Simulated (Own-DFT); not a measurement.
Simulation results for Al3GaN4 (wurtzite random alloy, strained, atoms displaced)

A calculation, not a measurement: plane-wave PBE density functional theory by an unreviewed code, no spin, of a simulated periodic cell, stress positive in tension, free energy of the whole cell less one offset for each atom, forces on such cells passed a denser k mesh, this cell's mesh not checked; offsets are fitted by least squares, one for each functional and potential file, so energies compare only between cells with the same atoms and settings and are not formation energies; the far tail of each file's local potential was reset to the Coulomb form; each entry is a single point on an unrelaxed cell, so the pressure reflects the starting lattice, mostly measured values, from which strain is counted, and rises with the displacements; printed positions are rounded, which can move forces by about a meV/angstrom; the program is a retired in-house code; no spin-orbit coupling. Program: Own-DFT development build.

```yaml
- formula: Al3GaN4
  kind: "wurtzite random alloy, strained, atoms displaced"
  structure:
    cell_angstrom: [[9.5112, 0.0, 0.0], [-4.7556, 8.2369, 0.0], [0.0, 0.0, 10.0655]]
    atoms_fractional:
      - [Al, 0.10768, 0.22885, 0.99366]
      - [Al, 0.22914, 0.10823, 0.2504]
      - ["N", 0.10974, 0.2263, 0.18574]
      - ["N", 0.21072, 0.10438, 0.44423]
      - [Al, 0.10258, 0.21645, 0.49047]
      - [Al, 0.22242, 0.11197, 0.7533]
      - ["N", 0.10524, 0.22368, 0.68659]
      - ["N", 0.22284, 0.12846, 0.94677]
      - [Al, 0.11247, 0.55834, 0.00121]
      - [Al, 0.21797, 0.448, 0.24805]
      - ["N", 0.11856, 0.55601, 0.19992]
      - ["N", 0.22282, 0.45121, 0.43445]
      - [Al, 0.11379, 0.55288, 0.50191]
      - [Al, 0.22534, 0.44432, 0.75686]
      - ["N", 0.1182, 0.55166, 0.69494]
      - ["N", 0.22307, 0.44148, 0.94073]
      - [Al, 0.1059, 0.88825, 0.99482]
      - [Al, 0.22338, 0.77813, 0.24575]
      - ["N", 0.11463, 0.88745, 0.1991]
      - ["N", 0.22056, 0.76752, 0.4373]
      - [Al, 0.11499, 0.89239, 0.49912]
      - [Al, 0.22245, 0.7832, 0.75615]
      - ["N", 0.11405, 0.88615, 0.6941]
      - ["N", 0.2196, 0.78742, 0.94919]
      - [Al, 0.43657, 0.2139, 0.00813]
      - [Al, 0.55129, 0.10875, 0.24378]
      - ["N", 0.44889, 0.22274, 0.197]
      - ["N", 0.56064, 0.121, 0.44187]
      - [Al, 0.44643, 0.21545, 0.49944]
      - [Ga, 0.5597, 0.1134, 0.73876]
      - ["N", 0.44344, 0.22381, 0.69566]
      - ["N", 0.54336, 0.10761, 0.94069]
      - [Al, 0.43015, 0.54961, 0.00152]
      - [Al, 0.55481, 0.44741, 0.24804]
      - ["N", 0.4373, 0.55063, 0.19558]
      - ["N", 0.54684, 0.43431, 0.43916]
      - [Ga, 0.45452, 0.55801, 0.50384]
      - [Ga, 0.54935, 0.44332, 0.74607]
      - ["N", 0.43685, 0.55089, 0.68929]
      - ["N", 0.5402, 0.42958, 0.9504]
      - [Al, 0.4534, 0.88514, 0.005]
      - [Al, 0.56908, 0.78114, 0.25103]
      - ["N", 0.44514, 0.88354, 0.18496]
      - ["N", 0.56211, 0.77349, 0.43492]
      - [Ga, 0.44566, 0.89301, 0.4978]
      - [Ga, 0.55803, 0.77101, 0.75774]
      - ["N", 0.44989, 0.89121, 0.69028]
      - ["N", 0.55297, 0.77071, 0.93734]
      - [Al, 0.7748, 0.22119, 0.99265]
      - [Al, 0.89888, 0.11601, 0.24598]
      - ["N", 0.76445, 0.21861, 0.18986]
      - ["N", 0.89226, 0.11126, 0.43831]
      - [Ga, 0.77293, 0.22054, 0.49539]
      - [Al, 0.88526, 0.10536, 0.74828]
      - ["N", 0.77007, 0.22578, 0.68912]
      - ["N", 0.88559, 0.11547, 0.93461]
      - [Al, 0.77832, 0.5579, 0.00773]
      - [Al, 0.89545, 0.45478, 0.25113]
      - ["N", 0.78089, 0.55983, 0.1904]
      - ["N", 0.88763, 0.43962, 0.42993]
      - [Al, 0.77408, 0.56272, 0.5013]
      - [Ga, 0.88637, 0.44049, 0.74453]
      - ["N", 0.77436, 0.54482, 0.69094]
      - ["N", 0.88836, 0.44443, 0.93271]
      - [Ga, 0.78327, 0.89562, 0.99266]
      - [Al, 0.8932, 0.77121, 0.25635]
      - ["N", 0.78567, 0.89254, 0.18277]
      - ["N", 0.87934, 0.77154, 0.44488]
      - [Al, 0.77984, 0.88789, 0.48811]
      - [Ga, 0.88912, 0.78252, 0.75464]
      - ["N", 0.77227, 0.88467, 0.68711]
      - ["N", 0.89008, 0.78265, 0.93562]
  settings:
    functional: PBE
    potential_files: "PseudoDojo norm-conserving, scalar-relativistic, standard set"
    "wave_cutoff [hartree]": 42.0
    occupations: Fermi-Dirac
    "smearing_width [eV]": 0.1
    k_mesh: "4 x 4 x 3 centred on Gamma"
  results:
    "free_energy_of_cell_above_offsets [eV]": "-17.729"
    "pressure [GPa]": 1.23
    "stress_xx [GPa]": -0.28
    "stress_yy [GPa]": 0.59
    "stress_zz [GPa]": -4.0
    "stress_yz [GPa]": 0.4
    "stress_xz [GPa]": 0.39
    "stress_xy [GPa]": 0.35
    force_element: [Al, Al, "N", "N", Al, Al, "N", "N", Al, Al, "N", "N", Al, Al, "N", "N", Al, Al, "N", "N", Al, Al, "N", "N", Al, Al, "N", "N", Al, Ga, "N", "N", Al, Al, "N", "N", Ga, Ga, "N", "N", Al, Al, "N", "N", Ga, Ga, "N", "N", Al, Al, "N", "N", Ga, Al, "N", "N", Al, Al, "N", "N", Al, Ga, "N", "N", Ga, Al, "N", "N", Al, Ga, "N", "N"]
    "force_x [eV/angstrom]": [-0.017, -1.468, 0.927, 1.443, 0.985, -0.406, 0.696, 0.342, -0.502, 1.804, -2.31, 0.354, -0.286, -0.758, -0.557, -1.669, -0.035, 0.999, -0.693, -1.201, 0.07, 1.277, -0.162, 1.529, 0.306, 0.751, -0.968, -1.167, -1.966, -1.705, -0.989, 1.515, 2.533, -0.117, 0.658, 1.545, -1.801, 0.874, -0.023, 0.653, -1.548, -1.186, 0.254, -0.171, 0.552, -1.07, -0.956, -0.498, -1.347, -1.72, 2.161, -0.655, 1.531, -0.431, 3.143, 0.341, -0.614, 0.008, -0.02, -0.328, 0.827, 0.986, -1.191, 0.075, -0.526, -0.742, 0.352, 1.51, -0.764, 0.332, 0.56, 0.676]
    "force_y [eV/angstrom]": [-0.786, 0.625, -0.073, 0.665, 2.119, 0.502, -0.516, -2.611, -0.154, -0.998, 0.741, -1.556, -0.347, -0.763, 1.31, 1.088, 1.546, -0.308, 0.01, 1.39, -1.581, -0.937, 1.066, -1.308, 0.626, -0.285, -0.204, -2.02, 1.003, -0.706, -1.275, -0.399, 0.059, -0.492, 1.057, 0.474, -0.843, -0.183, 0.252, 2.188, 0.957, -0.741, 0.319, 1.452, -0.988, 0.408, -1.275, -0.253, 0.275, -0.274, 0.949, -1.159, 0.919, 0.88, -1.068, 0.573, -0.932, -1.784, -0.14, 1.864, -2.556, 0.88, 1.969, 0.442, -0.502, 1.324, -0.329, 1.057, 0.584, -1.186, 1.1, -1.144]
    "force_z [eV/angstrom]": [1.147, 0.085, 0.209, -0.827, 1.329, -0.322, 0.529, -0.755, -0.151, 1.002, -2.525, 0.775, -0.077, -1.621, -0.404, 0.164, 1.304, 0.578, -1.162, 0.118, 0.406, -0.362, -0.626, -0.677, -0.752, 0.615, -0.228, -1.667, 0.655, 2.242, -1.832, 0.506, 0.961, 0.173, -0.991, -0.163, -1.374, 1.732, 1.087, 0.007, -1.545, -1.053, 1.808, 0.137, -0.028, -2.515, 0.321, 2.58, 0.921, -0.171, -0.653, -0.85, 0.185, -1.099, -0.597, -0.133, -2.097, -1.039, 0.634, 2.183, 0.082, 0.249, -1.1, 2.713, 0.776, -0.744, 1.889, -0.787, 1.595, -2.356, -0.742, 2.33]
```
